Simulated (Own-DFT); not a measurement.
SiGe₃ (diamond-structure random alloy, atoms displaced) (calculated)

A calculation, not a measurement: plane-wave PBEsol density functional theory by an unreviewed code, no spin, of a simulated periodic cell, stress positive in tension, free energy of the whole cell less one offset for each atom, forces on such cells passed a denser k mesh, this cell's mesh not checked; offsets are fitted by least squares, one for each functional and potential file, so energies compare only between cells with the same atoms and settings and are not formation energies; the far tail of each file's local potential was reset to the Coulomb form; each entry is a single point on an unrelaxed cell, so the pressure reflects the starting lattice, mostly measured values, from which strain is counted, and rises with the displacements; printed positions are rounded, which can move forces by about a meV/angstrom; the program is a retired in-house code; no spin-orbit coupling. Program: Own-DFT development build.

Settings shared by all entries: functional PBEsol; potential files PseudoDojo norm-conserving, scalar-relativistic, made for PBE, standard set; wave cutoff 42 hartree; occupations Fermi-Dirac; smearing width 0.1 eV; hardware one NVIDIA H200; k mesh 3 x 3 x 3 centred on Gamma.

(1) 
```cif
# cell vector a (Å): 11.2025 0.0000 0.0000
# cell vector b (Å): 0.0000 11.2025 0.0000
# cell vector c (Å): 0.0000 0.0000 11.2025
data_SiGe3
_symmetry_space_group_name_H-M 'P 1'
_symmetry_Int_Tables_number 1
_cell_length_a 11.2025
_cell_length_b 11.2025
_cell_length_c 11.2025
_cell_angle_alpha 90.000
_cell_angle_beta 90.000
_cell_angle_gamma 90.000
_cell_volume 1405.87
loop_
_atom_site_label
_atom_site_type_symbol
_atom_site_fract_x
_atom_site_fract_y
_atom_site_fract_z
_atom_site_occupancy
Ge1 Ge 0.00317 0.00018 0.00565 1
Ge2 Ge 0.99719 0.25063 0.25104 1
Si1 Si 0.24926 0.00173 0.24945 1
Si2 Si 0.25243 0.24768 0.99832 1
Ge3 Ge 0.12508 0.11830 0.12983 1
Ge4 Ge 0.12293 0.37611 0.37202 1
Ge5 Ge 0.38137 0.12726 0.37456 1
Ge6 Ge 0.36767 0.37825 0.12644 1
Ge7 Ge 0.99599 0.00291 0.50102 1
Ge8 Ge 0.99963 0.25306 0.75142 1
Ge9 Ge 0.24396 0.99855 0.74825 1
Ge10 Ge 0.25298 0.25102 0.49949 1
Ge11 Ge 0.12214 0.12470 0.62786 1
Ge12 Ge 0.12813 0.37251 0.87451 1
Ge13 Ge 0.37359 0.12578 0.87809 1
Si3 Si 0.37399 0.37934 0.61921 1
Si4 Si 0.99937 0.50155 0.00405 1
Ge14 Ge 0.99710 0.75000 0.25004 1
Ge15 Ge 0.25336 0.49802 0.25228 1
Ge16 Ge 0.25244 0.75055 0.00062 1
Ge17 Ge 0.12422 0.62400 0.12580 1
Ge18 Ge 0.12503 0.87647 0.37318 1
Ge19 Ge 0.37288 0.62771 0.37968 1
Ge20 Ge 0.37435 0.87544 0.12480 1
Si5 Si 0.00102 0.49742 0.50079 1
Ge21 Ge 0.00104 0.75708 0.75058 1
Si6 Si 0.25310 0.50200 0.74631 1
Ge22 Ge 0.25503 0.75366 0.50324 1
Si7 Si 0.12779 0.62560 0.62623 1
Ge23 Ge 0.12479 0.87947 0.87871 1
Ge24 Ge 0.37052 0.62347 0.87663 1
Ge25 Ge 0.37651 0.87662 0.62402 1
Si8 Si 0.50266 0.99750 0.99647 1
Ge26 Ge 0.50316 0.25401 0.25297 1
Ge27 Ge 0.75067 0.99730 0.24969 1
Ge28 Ge 0.74625 0.25160 0.00272 1
Ge29 Ge 0.62599 0.12431 0.12656 1
Si9 Si 0.62456 0.37663 0.37656 1
Si10 Si 0.87903 0.12050 0.36926 1
Ge30 Ge 0.87369 0.37401 0.12033 1
Ge31 Ge 0.49912 0.99445 0.49554 1
Ge32 Ge 0.49859 0.24822 0.74846 1
Ge33 Ge 0.75052 0.00162 0.74807 1
Ge34 Ge 0.74885 0.24985 0.50193 1
Ge35 Ge 0.62456 0.12127 0.62171 1
Ge36 Ge 0.62426 0.37577 0.87101 1
Si11 Si 0.88112 0.12952 0.87648 1
Si12 Si 0.87351 0.37640 0.62521 1
Ge37 Ge 0.50000 0.50231 0.99892 1
Ge38 Ge 0.50050 0.74359 0.25072 1
Ge39 Ge 0.74780 0.50413 0.25082 1
Si13 Si 0.74454 0.74800 0.99530 1
Ge40 Ge 0.62216 0.62798 0.12472 1
Si14 Si 0.62523 0.87694 0.37176 1
Si15 Si 0.87307 0.62319 0.37692 1
Ge41 Ge 0.87447 0.87612 0.12469 1
Ge42 Ge 0.49772 0.49626 0.50305 1
Ge43 Ge 0.50108 0.74949 0.75036 1
Ge44 Ge 0.75135 0.49937 0.75051 1
Ge45 Ge 0.74519 0.75256 0.50010 1
Ge46 Ge 0.62507 0.62692 0.62605 1
Si16 Si 0.63063 0.87444 0.87204 1
Ge47 Ge 0.87289 0.62615 0.87706 1
Ge48 Ge 0.87252 0.87563 0.62418 1
_calc_free_energy_of_cell_above_offsets '-1.902'  # eV
_calc_pressure 0.61  # GPa
_calc_stress_xx -0.6  # GPa
_calc_stress_yy -0.6  # GPa
_calc_stress_zz -0.63  # GPa
_calc_stress_yz -0.09  # GPa
_calc_stress_xz 0.16  # GPa
_calc_stress_xy -0.14  # GPa
_calc_wall_time 572.9  # s
```

Force:
| element | x (eV/Å) | y (eV/Å) | z (eV/Å) |
| --- | --- | --- | --- |
| Ge | -0.774 | 0.33 | -0.704 |
| Ge | 0.056 | -0.276 | -0.346 |
| Si | 0.663 | -0.248 | 0.488 |
| Si | -0.64 | 0.019 | 0.733 |
| Ge | 0.511 | 1.316 | -0.276 |
| Ge | 0.08 | -0.119 | 0.595 |
| Ge | -0.797 | -0.394 | -0.259 |
| Ge | 1.014 | -0.844 | -0.691 |
| Ge | 0.314 | -0.197 | -0.373 |
| Ge | -0.359 | 0.052 | -0.261 |
| Ge | 0.785 | 0.279 | 0.286 |
| Ge | -0.401 | -0.046 | 0.1 |
| Ge | 0.103 | 0.477 | -0.517 |
| Ge | 0.132 | 0.839 | 0.316 |
| Ge | 0.248 | -0.519 | -0.283 |
| Si | -0.248 | -0.587 | 1.138 |
| Si | 0.216 | -0.231 | -0.665 |
| Ge | -0.046 | -0.36 | 0.342 |
| Ge | -0.753 | 0.86 | 0.241 |
| Ge | -0.626 | -0.006 | 0.038 |
| Ge | 0.099 | -0.02 | 0.039 |
| Ge | 0.138 | 0.14 | 0.245 |
| Ge | 0.379 | -0.579 | -0.143 |
| Ge | 0.439 | 0.376 | 0.227 |
| Si | -0.254 | 0.581 | 0.235 |
| Ge | 0.097 | -0.834 | -0.077 |
| Si | -0.366 | -0.352 | -0.059 |
| Ge | -1.165 | -0.291 | -0.1 |
| Si | -0.324 | -0.088 | -0.118 |
| Ge | 0.118 | -0.553 | 0.013 |
| Ge | 0.379 | 0.083 | -0.562 |
| Ge | 0.09 | 0.04 | 0.634 |
| Si | 0.153 | -0.074 | 0.12 |
| Ge | -0.071 | 0.215 | -0.491 |
| Ge | 0.001 | 0.326 | 0.283 |
| Ge | 0.39 | -0.46 | -0.893 |
| Ge | -0.545 | -0.26 | -0.221 |
| Si | 0.248 | 0.129 | 0.127 |
| Si | -0.768 | 0.585 | 0.658 |
| Ge | 0.097 | 0.556 | 0.573 |
| Ge | 0.41 | 0.317 | -0.019 |
| Ge | -0.366 | 0.337 | -0.468 |
| Ge | 0.448 | 0.279 | 0.81 |
| Ge | 0.585 | -0.016 | -0.774 |
| Ge | -0.342 | 0.14 | 0.106 |
| Ge | -0.162 | -0.173 | 0.321 |
| Si | -0.715 | -0.419 | 0.269 |
| Si | 0.362 | -0.025 | -0.196 |
| Ge | -0.221 | -0.428 | 0.134 |
| Ge | -0.218 | 1.17 | 0.355 |
| Ge | 0.215 | -0.486 | 0.126 |
| Si | 0.393 | 0.539 | 0.502 |
| Ge | 0.528 | -0.22 | -0.489 |
| Si | -0.158 | -0.616 | -0.033 |
| Si | 0.292 | 0.164 | 0.353 |
| Ge | -0.497 | -0.788 | -0.584 |
| Ge | 0.581 | 0.495 | -0.527 |
| Ge | -0.128 | 0.292 | 0.477 |
| Ge | 0.17 | 0.145 | -0.323 |
| Ge | 0.387 | -0.188 | -0.621 |
| Ge | -0.118 | -0.486 | -0.086 |
| Si | -0.609 | 0.158 | 0.267 |
| Ge | 0.501 | -0.035 | 0.092 |
| Ge | 0.05 | -0.017 | -0.084 |

(2) 
```cif
# cell vector a (Å): 11.2025 0.0000 0.0000
# cell vector b (Å): 0.0000 11.2025 0.0000
# cell vector c (Å): 0.0000 0.0000 11.2025
data_SiGe3
_symmetry_space_group_name_H-M 'P 1'
_symmetry_Int_Tables_number 1
_cell_length_a 11.2025
_cell_length_b 11.2025
_cell_length_c 11.2025
_cell_angle_alpha 90.000
_cell_angle_beta 90.000
_cell_angle_gamma 90.000
_cell_volume 1405.87
loop_
_atom_site_label
_atom_site_type_symbol
_atom_site_fract_x
_atom_site_fract_y
_atom_site_fract_z
_atom_site_occupancy
Ge1 Ge 0.00412 0.99790 0.99702 1
Si1 Si 0.00041 0.25547 0.24895 1
Ge2 Ge 0.24976 0.00308 0.24693 1
Si2 Si 0.24706 0.24878 0.00019 1
Ge3 Ge 0.12922 0.12607 0.12549 1
Ge4 Ge 0.12660 0.36983 0.37606 1
Ge5 Ge 0.37767 0.12652 0.37400 1
Ge6 Ge 0.36993 0.37760 0.12391 1
Ge7 Ge 0.00133 0.00740 0.49940 1
Ge8 Ge 0.99751 0.25402 0.74866 1
Si3 Si 0.25335 0.99976 0.75017 1
Si4 Si 0.25079 0.25213 0.49747 1
Ge9 Ge 0.12419 0.13033 0.62407 1
Ge10 Ge 0.12673 0.37299 0.87220 1
Si5 Si 0.37742 0.12575 0.87440 1
Ge11 Ge 0.37889 0.37784 0.62519 1
Ge12 Ge 0.99998 0.49978 0.99996 1
Ge13 Ge 0.99866 0.74515 0.24666 1
Ge14 Ge 0.24936 0.49940 0.24849 1
Ge15 Ge 0.25313 0.74999 0.00255 1
Ge16 Ge 0.12484 0.62391 0.12511 1
Si6 Si 0.11913 0.87438 0.37451 1
Ge17 Ge 0.37530 0.62680 0.37247 1
Ge18 Ge 0.37551 0.87788 0.12656 1
Ge19 Ge 0.99538 0.49781 0.49752 1
Ge20 Ge 0.99605 0.75183 0.74940 1
Ge21 Ge 0.25021 0.50108 0.74711 1
Ge22 Ge 0.24985 0.74529 0.50292 1
Ge23 Ge 0.12555 0.63096 0.62708 1
Ge24 Ge 0.12345 0.86988 0.87522 1
Ge25 Ge 0.37115 0.62548 0.87559 1
Ge26 Ge 0.37326 0.87292 0.62727 1
Ge27 Ge 0.49868 0.99620 0.00066 1
Si7 Si 0.49351 0.25299 0.24948 1
Si8 Si 0.74717 0.99868 0.25261 1
Ge28 Ge 0.75472 0.24764 0.99970 1
Si9 Si 0.62466 0.12393 0.12334 1
Ge29 Ge 0.63031 0.37963 0.37840 1
Ge30 Ge 0.87628 0.12392 0.37282 1
Ge31 Ge 0.87569 0.37694 0.12072 1
Si10 Si 0.49869 0.00088 0.50374 1
Ge32 Ge 0.49963 0.24912 0.74975 1
Ge33 Ge 0.74958 0.00079 0.75077 1
Si11 Si 0.74584 0.24763 0.50372 1
Si12 Si 0.62694 0.12536 0.62285 1
Ge34 Ge 0.62563 0.37579 0.87789 1
Ge35 Ge 0.87571 0.12861 0.87705 1
Ge36 Ge 0.87352 0.37748 0.62350 1
Ge37 Ge 0.49871 0.50480 0.99894 1
Ge38 Ge 0.50336 0.75629 0.25016 1
Ge39 Ge 0.74669 0.50058 0.24854 1
Ge40 Ge 0.75247 0.74770 0.99905 1
Si13 Si 0.62815 0.62684 0.12649 1
Ge41 Ge 0.62782 0.87423 0.37149 1
Ge42 Ge 0.87849 0.62747 0.37148 1
Ge43 Ge 0.87075 0.87628 0.12581 1
Si14 Si 0.50080 0.50217 0.50040 1
Ge44 Ge 0.49504 0.74859 0.75229 1
Ge45 Ge 0.74857 0.50118 0.75246 1
Si15 Si 0.75200 0.74859 0.50141 1
Si16 Si 0.62559 0.62741 0.62780 1
Ge46 Ge 0.62283 0.87182 0.87359 1
Ge47 Ge 0.87612 0.62484 0.87478 1
Ge48 Ge 0.87580 0.87266 0.62475 1
_calc_free_energy_of_cell_above_offsets '-1.767'  # eV
_calc_pressure 0.63  # GPa
_calc_stress_xx -0.61  # GPa
_calc_stress_yy -0.61  # GPa
_calc_stress_zz -0.67  # GPa
_calc_stress_yz 0.34  # GPa
_calc_stress_xz 0.15  # GPa
_calc_stress_xy -0.05  # GPa
_calc_wall_time 617.4  # s
```

Force:
| element | x (eV/Å) | y (eV/Å) | z (eV/Å) |
| --- | --- | --- | --- |
| Ge | -0.415 | 0.321 | 0.559 |
| Si | -0.079 | -0.623 | -0.198 |
| Ge | -0.194 | -0.668 | 1.07 |
| Si | 0.691 | -0.034 | -0.521 |
| Ge | -0.919 | 0.488 | -0.2 |
| Ge | -0.216 | 0.452 | -0.124 |
| Ge | -0.148 | -0.07 | 0.447 |
| Ge | 0.429 | -0.564 | -0.405 |
| Ge | 0.062 | -1.056 | -0.018 |
| Ge | 0.029 | -0.182 | 0.004 |
| Si | -0.485 | 0.343 | 0.288 |
| Si | 0.438 | -0.244 | 0.473 |
| Ge | 0.872 | -0.195 | 0.313 |
| Ge | 0.078 | 0.122 | 0.402 |
| Si | -0.645 | -0.176 | 0.271 |
| Ge | -0.315 | -0.217 | -0.639 |
| Ge | 0.423 | 0.034 | -0.443 |
| Ge | 0.334 | 1.168 | 0.09 |
| Ge | -0.251 | 0.108 | 0.503 |
| Ge | -0.409 | 0.072 | 0.08 |
| Ge | 0.188 | -0.032 | -0.215 |
| Si | 0.629 | 0.015 | -0.014 |
| Ge | 0.388 | -0.313 | 0.239 |
| Ge | -0.146 | -0.201 | 0.033 |
| Ge | 0.885 | 0.429 | 0.098 |
| Ge | 0.333 | -0.287 | 0.18 |
| Ge | -0.136 | -0.049 | 0.18 |
| Ge | -0.19 | 1.062 | -0.955 |
| Ge | -0.738 | -1.019 | -0.132 |
| Ge | 0.778 | 0.534 | -0.405 |
| Ge | 0.092 | -0.206 | -0.09 |
| Ge | 0.095 | 0.581 | -0.322 |
| Ge | 0.346 | 0.843 | -0.325 |
| Si | 1.2 | 0.038 | -0.237 |
| Si | 0.121 | 0.662 | -0.643 |
| Ge | -0.957 | 0.124 | 0.508 |
| Si | -0.198 | 0.183 | 0.674 |
| Ge | -1.059 | -0.845 | 0.026 |
| Ge | -0.626 | 0.762 | -0.212 |
| Ge | -0.037 | -0.206 | 0.774 |
| Si | 0.444 | -0.123 | -0.285 |
| Ge | 0.41 | -0.236 | 0.013 |
| Ge | -0.081 | 0.083 | -0.177 |
| Si | 0.612 | 0.118 | -0.458 |
| Si | -0.52 | -0.279 | 0.186 |
| Ge | -0.145 | -0.221 | -0.04 |
| Ge | 0.409 | -0.709 | -0.534 |
| Ge | -0.656 | -0.398 | -0.002 |
| Ge | 0.364 | -0.094 | 0.592 |
| Ge | -0.162 | -0.912 | -0.46 |
| Ge | 0.571 | 0.3 | -0.164 |
| Ge | -0.486 | 0.101 | 0.201 |
| Si | -0.576 | 0.083 | -0.277 |
| Ge | 0.025 | 0.459 | 1.463 |
| Ge | -0.965 | -0.367 | 0.527 |
| Ge | 0.294 | 0.233 | 0.025 |
| Si | 0.398 | 0.434 | 0.1 |
| Ge | 0.592 | -0.18 | -0.41 |
| Ge | -0.128 | 0.127 | -0.393 |
| Si | -0.305 | -0.143 | -0.138 |
| Si | -0.232 | -0.113 | -0.503 |
| Ge | 0.207 | 0.121 | 0.165 |
| Ge | 0.03 | -0.148 | -0.027 |
| Ge | -0.347 | 0.71 | -0.52 |

(3) 
```cif
# cell vector a (Å): 11.2025 0.0000 0.0000
# cell vector b (Å): 0.0000 11.2025 0.0000
# cell vector c (Å): 0.0000 0.0000 11.2025
data_SiGe3
_symmetry_space_group_name_H-M 'P 1'
_symmetry_Int_Tables_number 1
_cell_length_a 11.2025
_cell_length_b 11.2025
_cell_length_c 11.2025
_cell_angle_alpha 90.000
_cell_angle_beta 90.000
_cell_angle_gamma 90.000
_cell_volume 1405.87
loop_
_atom_site_label
_atom_site_type_symbol
_atom_site_fract_x
_atom_site_fract_y
_atom_site_fract_z
_atom_site_occupancy
Si1 Si 0.99949 0.99838 0.99625 1
Ge1 Ge 0.00640 0.24815 0.24786 1
Si2 Si 0.25079 0.99708 0.24952 1
Si3 Si 0.25077 0.24891 0.00118 1
Ge2 Ge 0.12273 0.12179 0.12229 1
Ge3 Ge 0.12756 0.37863 0.37513 1
Ge4 Ge 0.37717 0.12378 0.37324 1
Ge5 Ge 0.37368 0.37175 0.12926 1
Si4 Si 0.99505 0.99709 0.49941 1
Si5 Si 0.00095 0.25073 0.74744 1
Ge6 Ge 0.24974 0.99944 0.74687 1
Ge7 Ge 0.24866 0.24869 0.50099 1
Si6 Si 0.11712 0.12699 0.63014 1
Ge8 Ge 0.12432 0.37501 0.87320 1
Si7 Si 0.37512 0.12359 0.87713 1
Si8 Si 0.37809 0.37361 0.62523 1
Ge9 Ge 0.99978 0.50193 0.00009 1
Ge10 Ge 0.99903 0.74833 0.24816 1
Ge11 Ge 0.25160 0.49785 0.24952 1
Ge12 Ge 0.25406 0.75077 0.99637 1
Ge13 Ge 0.12587 0.62831 0.12542 1
Ge14 Ge 0.12432 0.87571 0.37255 1
Ge15 Ge 0.37682 0.62489 0.37414 1
Ge16 Ge 0.37648 0.88041 0.12542 1
Ge17 Ge 0.00186 0.49841 0.50201 1
Ge18 Ge 0.99944 0.75493 0.74856 1
Ge19 Ge 0.24989 0.49827 0.74538 1
Ge20 Ge 0.24882 0.74960 0.49786 1
Si9 Si 0.12451 0.62615 0.62333 1
Ge21 Ge 0.11988 0.87413 0.87227 1
Ge22 Ge 0.37602 0.62316 0.87347 1
Ge23 Ge 0.37600 0.87856 0.62867 1
Ge24 Ge 0.50095 0.99954 0.99539 1
Ge25 Ge 0.49524 0.24912 0.24812 1
Ge26 Ge 0.75304 0.00218 0.25476 1
Ge27 Ge 0.75195 0.25245 0.99544 1
Ge28 Ge 0.62563 0.12862 0.12096 1
Ge29 Ge 0.62325 0.37640 0.37602 1
Ge30 Ge 0.87660 0.12510 0.37433 1
Ge31 Ge 0.87242 0.37603 0.12475 1
Si10 Si 0.50179 0.00037 0.50364 1
Ge32 Ge 0.49990 0.24892 0.75173 1
Ge33 Ge 0.74981 0.99982 0.74698 1
Ge34 Ge 0.74886 0.24853 0.50662 1
Si11 Si 0.62475 0.12373 0.62049 1
Ge35 Ge 0.62938 0.37373 0.87584 1
Si12 Si 0.87340 0.11940 0.87460 1
Ge36 Ge 0.87451 0.37360 0.62621 1
Ge37 Ge 0.49665 0.50188 0.00245 1
Ge38 Ge 0.50133 0.75264 0.25193 1
Ge39 Ge 0.75597 0.50300 0.25102 1
Ge40 Ge 0.75038 0.74915 0.00208 1
Si13 Si 0.62881 0.62039 0.12191 1
Si14 Si 0.62221 0.87050 0.37290 1
Ge41 Ge 0.88068 0.62573 0.37601 1
Ge42 Ge 0.87455 0.87484 0.12711 1
Ge43 Ge 0.50017 0.49862 0.49468 1
Ge44 Ge 0.50001 0.75075 0.74998 1
Si15 Si 0.75008 0.50364 0.74772 1
Ge45 Ge 0.75151 0.74999 0.50038 1
Ge46 Ge 0.62513 0.62166 0.62177 1
Ge47 Ge 0.62858 0.87289 0.87726 1
Ge48 Ge 0.87778 0.62501 0.87705 1
Si16 Si 0.87593 0.87595 0.62102 1
_calc_free_energy_of_cell_above_offsets '-2.087'  # eV
_calc_pressure 0.58  # GPa
_calc_stress_xx -0.58  # GPa
_calc_stress_yy -0.59  # GPa
_calc_stress_zz -0.56  # GPa
_calc_stress_yz -0.07  # GPa
_calc_stress_xz -0.08  # GPa
_calc_stress_xy 0.14  # GPa
_calc_wall_time 589.7  # s
```

Force:
| element | x (eV/Å) | y (eV/Å) | z (eV/Å) |
| --- | --- | --- | --- |
| Si | -0.434 | 0.044 | 0.217 |
| Ge | -0.634 | 0.487 | 0.194 |
| Si | -0.205 | 0.524 | 0.007 |
| Si | -0.024 | -0.166 | -0.353 |
| Ge | 0.736 | -0.35 | -0.258 |
| Ge | -0.075 | -0.514 | 0.09 |
| Ge | -0.427 | -0.611 | 0.461 |
| Ge | -0.32 | 0.164 | -0.939 |
| Si | 0.67 | 0.488 | 0.272 |
| Si | -0.609 | -0.39 | 0.87 |
| Ge | -0.516 | 0.867 | 0.665 |
| Ge | 0.039 | -0.104 | 0.47 |
| Si | 0.402 | -0.583 | -0.946 |
| Ge | 0.172 | -0.42 | 0.192 |
| Si | -0.447 | 0.28 | -0.226 |
| Si | -0.178 | -0.032 | -0.275 |
| Ge | 0.302 | -0.321 | 0.24 |
| Ge | 0.258 | 0.347 | 0.134 |
| Ge | -0.173 | 0.629 | -0.04 |
| Ge | -0.373 | 0.239 | 0.286 |
| Ge | 0.384 | -0.329 | -0.29 |
| Ge | -0.115 | 0.256 | 0.18 |
| Ge | -0.276 | 0.134 | -0.112 |
| Ge | -0.117 | -0.408 | -0.057 |
| Ge | 0.025 | 0.217 | 0.119 |
| Ge | -0.301 | -0.781 | -0.688 |
| Ge | 0.056 | 0.151 | -0.17 |
| Ge | 0.117 | 0.047 | 0.403 |
| Si | 0.038 | 0.1 | 0.244 |
| Ge | 0.808 | 0.431 | 0.434 |
| Ge | -0.195 | 0.032 | -0.281 |
| Ge | 0.091 | -0.37 | -0.846 |
| Ge | 0.046 | 0.353 | 0.232 |
| Ge | 0.999 | -0.06 | 0.291 |
| Ge | -0.992 | -0.398 | -0.418 |
| Ge | 0.461 | -0.702 | 0.237 |
| Ge | 0.09 | -0.344 | 0.292 |
| Ge | 0.598 | -0.546 | -0.53 |
| Ge | 0.272 | 0.35 | 0.597 |
| Ge | 0.655 | -0.313 | 0.02 |
| Si | 0.211 | -0.326 | -0.742 |
| Ge | 0.051 | -0.287 | -0.271 |
| Ge | 0.075 | 0.002 | -0.215 |
| Ge | -0.035 | 0.019 | -0.858 |
| Si | -0.36 | -0.116 | 0.731 |
| Ge | -0.51 | 0.905 | -0.587 |
| Si | 0.621 | 0.671 | -0.286 |
| Ge | 0.016 | 0.336 | 0.482 |
| Ge | 0.594 | -0.52 | 0.048 |
| Ge | 0.245 | -0.67 | -0.906 |
| Ge | -0.787 | -0.096 | 0.02 |
| Ge | 0.036 | -0.309 | 0.16 |
| Si | -0.398 | 0.539 | 0.613 |
| Si | 0.477 | 0.991 | 0.871 |
| Ge | -0.277 | -0.013 | 0.281 |
| Ge | 0.185 | 0.413 | -0.381 |
| Ge | -0.438 | -0.089 | 0.883 |
| Ge | 0.367 | -0.223 | 0.013 |
| Si | 0.174 | -0.331 | 0.419 |
| Ge | -0.157 | 0.258 | -0.265 |
| Ge | -0.019 | 0.224 | 0.269 |
| Ge | -0.175 | 0.043 | -0.479 |
| Ge | -0.515 | 0.152 | -0.734 |
| Si | -0.187 | 0.029 | 0.212 |

(4) 
```cif
# cell vector a (Å): 11.2025 0.0000 0.0000
# cell vector b (Å): 0.0000 11.2025 0.0000
# cell vector c (Å): 0.0000 0.0000 11.2025
data_SiGe3
_symmetry_space_group_name_H-M 'P 1'
_symmetry_Int_Tables_number 1
_cell_length_a 11.2025
_cell_length_b 11.2025
_cell_length_c 11.2025
_cell_angle_alpha 90.000
_cell_angle_beta 90.000
_cell_angle_gamma 90.000
_cell_volume 1405.87
loop_
_atom_site_label
_atom_site_type_symbol
_atom_site_fract_x
_atom_site_fract_y
_atom_site_fract_z
_atom_site_occupancy
Ge1 Ge 0.00234 0.00413 0.99958 1
Si1 Si 0.99319 0.25124 0.25211 1
Ge2 Ge 0.25127 0.00393 0.25290 1
Ge3 Ge 0.25035 0.24851 0.99545 1
Ge4 Ge 0.12361 0.12586 0.12132 1
Ge5 Ge 0.12548 0.38053 0.37671 1
Ge6 Ge 0.37253 0.12264 0.37182 1
Si2 Si 0.37411 0.37570 0.13041 1
Ge7 Ge 0.99818 0.99996 0.50139 1
Si3 Si 0.00148 0.24461 0.74798 1
Ge8 Ge 0.25087 0.00281 0.75075 1
Ge9 Ge 0.25191 0.25431 0.50009 1
Si4 Si 0.12609 0.12608 0.62567 1
Ge10 Ge 0.12367 0.37564 0.87178 1
Si5 Si 0.37263 0.12590 0.87600 1
Ge11 Ge 0.36898 0.37170 0.62720 1
Ge12 Ge 0.00083 0.50246 0.00289 1
Ge13 Ge 0.00079 0.75358 0.25169 1
Ge14 Ge 0.24926 0.50099 0.25093 1
Ge15 Ge 0.25394 0.74900 0.99690 1
Si6 Si 0.11930 0.62538 0.12638 1
Ge16 Ge 0.12176 0.87226 0.37770 1
Si7 Si 0.37253 0.62539 0.37223 1
Si8 Si 0.37640 0.87464 0.12404 1
Ge17 Ge 0.99718 0.49606 0.50000 1
Ge18 Ge 0.00267 0.74700 0.74851 1
Ge19 Ge 0.24820 0.50254 0.75023 1
Si9 Si 0.24992 0.75395 0.49736 1
Si10 Si 0.11937 0.62990 0.63079 1
Si11 Si 0.12405 0.87649 0.87294 1
Ge20 Ge 0.37493 0.62574 0.87803 1
Ge21 Ge 0.37549 0.87901 0.62859 1
Si12 Si 0.49785 0.99794 0.99979 1
Ge22 Ge 0.49795 0.24884 0.24613 1
Ge23 Ge 0.75265 0.00034 0.25488 1
Si13 Si 0.75293 0.25543 0.00091 1
Ge24 Ge 0.62653 0.12455 0.12509 1
Ge25 Ge 0.62174 0.37376 0.37775 1
Ge26 Ge 0.87612 0.12328 0.37069 1
Ge27 Ge 0.87555 0.37243 0.12237 1
Ge28 Ge 0.50180 0.99611 0.49750 1
Ge29 Ge 0.49742 0.24752 0.75088 1
Ge30 Ge 0.74865 0.00080 0.74948 1
Ge31 Ge 0.74949 0.25172 0.49642 1
Ge32 Ge 0.62510 0.12392 0.62043 1
Ge33 Ge 0.62141 0.37917 0.87446 1
Ge34 Ge 0.87698 0.12238 0.87218 1
Ge35 Ge 0.87745 0.36765 0.62620 1
Si14 Si 0.49677 0.50236 0.00206 1
Ge36 Ge 0.49834 0.74738 0.25098 1
Ge37 Ge 0.75370 0.50248 0.25096 1
Ge38 Ge 0.74750 0.74660 0.00337 1
Si15 Si 0.62995 0.62510 0.12455 1
Ge39 Ge 0.62851 0.87770 0.37840 1
Ge40 Ge 0.87505 0.62718 0.37821 1
Ge41 Ge 0.87868 0.87692 0.12366 1
Si16 Si 0.50446 0.50458 0.49823 1
Ge42 Ge 0.49876 0.74619 0.74606 1
Ge43 Ge 0.74580 0.50084 0.74856 1
Ge44 Ge 0.74917 0.75229 0.50019 1
Ge45 Ge 0.62332 0.62567 0.61991 1
Ge46 Ge 0.62129 0.87067 0.87559 1
Ge47 Ge 0.87946 0.62817 0.87669 1
Ge48 Ge 0.87458 0.87648 0.62425 1
_calc_free_energy_of_cell_above_offsets '-1.601'  # eV
_calc_pressure 0.69  # GPa
_calc_stress_xx -0.68  # GPa
_calc_stress_yy -0.68  # GPa
_calc_stress_zz -0.7  # GPa
_calc_stress_yz -0.2  # GPa
_calc_stress_xz -0.08  # GPa
_calc_stress_xy -0.01  # GPa
_calc_wall_time 602.2  # s
```

Force:
| element | x (eV/Å) | y (eV/Å) | z (eV/Å) |
| --- | --- | --- | --- |
| Ge | 0.002 | -0.821 | -0.48 |
| Si | 1.146 | 0.1 | -0.38 |
| Ge | -0.679 | -1.161 | -0.965 |
| Ge | 0.237 | 0.642 | 0.572 |
| Ge | 0.079 | 0.651 | 1.028 |
| Ge | -0.385 | -0.91 | -0.476 |
| Ge | 0.677 | 0.638 | 0.765 |
| Si | -0.048 | 0.14 | -1.011 |
| Ge | 0.491 | 0.449 | 0.101 |
| Si | 0.235 | 0.13 | 0.144 |
| Ge | -0.497 | 0.144 | 0.274 |
| Ge | -0.727 | -0.94 | -0.261 |
| Si | -0.009 | 0.074 | -0.274 |
| Ge | -0.283 | -0.214 | 0.05 |
| Si | 0.652 | -0.53 | 0.169 |
| Ge | 1.224 | 1.148 | -0.168 |
| Ge | 0.126 | -0.358 | -0.2 |
| Ge | -0.149 | -0.629 | -0.339 |
| Ge | -0.063 | 0.371 | -0.506 |
| Ge | -1.152 | 0.645 | 0.774 |
| Si | 0.94 | 0.333 | 0 |
| Ge | 0.706 | 0.625 | -0.022 |
| Si | 0.202 | 0.013 | 0.892 |
| Si | -0.066 | 0.246 | 0.192 |
| Ge | 0.296 | 0.875 | 0.81 |
| Ge | -0.356 | 1.227 | 0.533 |
| Ge | -0.222 | 0.299 | -0.181 |
| Si | 0.018 | -0.758 | 0.741 |
| Si | 1.194 | -0.794 | -1.594 |
| Si | 0.263 | -0.168 | 0.163 |
| Ge | 0.387 | -0.579 | -0.444 |
| Ge | -0.264 | -0.586 | -0.709 |
| Si | -0.178 | 0.259 | -0.034 |
| Ge | 0.039 | 0.155 | 0.324 |
| Ge | -0.262 | -0.257 | -0.945 |
| Si | -0.541 | -0.725 | -0.685 |
| Ge | 0.16 | -0.054 | -0.625 |
| Ge | -0.003 | 0.543 | -0.597 |
| Ge | 0.12 | 0.542 | 0.708 |
| Ge | 0.032 | 0.338 | 0.525 |
| Ge | -0.503 | 0.575 | 0.262 |
| Ge | 0.095 | -0.121 | 0.045 |
| Ge | -0.247 | -0.342 | 0.13 |
| Ge | 0.261 | -0.458 | 0.179 |
| Ge | -0.108 | 0.236 | 0.236 |
| Ge | -0.041 | -0.374 | 0.622 |
| Ge | -0.397 | 0.858 | 0.319 |
| Ge | -0.351 | 0.321 | 0.247 |
| Si | 0.346 | -0.18 | 0.645 |
| Ge | 0.408 | 0.263 | -0.381 |
| Ge | -0.518 | -0.344 | -0.169 |
| Ge | 0.447 | 0.517 | -0.259 |
| Si | -1.001 | -0.574 | 0.309 |
| Ge | -0.407 | -0.653 | -0.719 |
| Ge | 0.129 | -0.024 | -0.203 |
| Ge | -0.509 | -0.035 | 0.045 |
| Si | -1.402 | -0.531 | -0.115 |
| Ge | -0.085 | 0.179 | 0.347 |
| Ge | 0.8 | 0.063 | -0.011 |
| Ge | 0.227 | -0.104 | 0.163 |
| Ge | 0.225 | -0.07 | 0.169 |
| Ge | 0.085 | 0.397 | 0.015 |
| Ge | -0.765 | -0.418 | -0.157 |
| Ge | -0.029 | -0.283 | 0.412 |
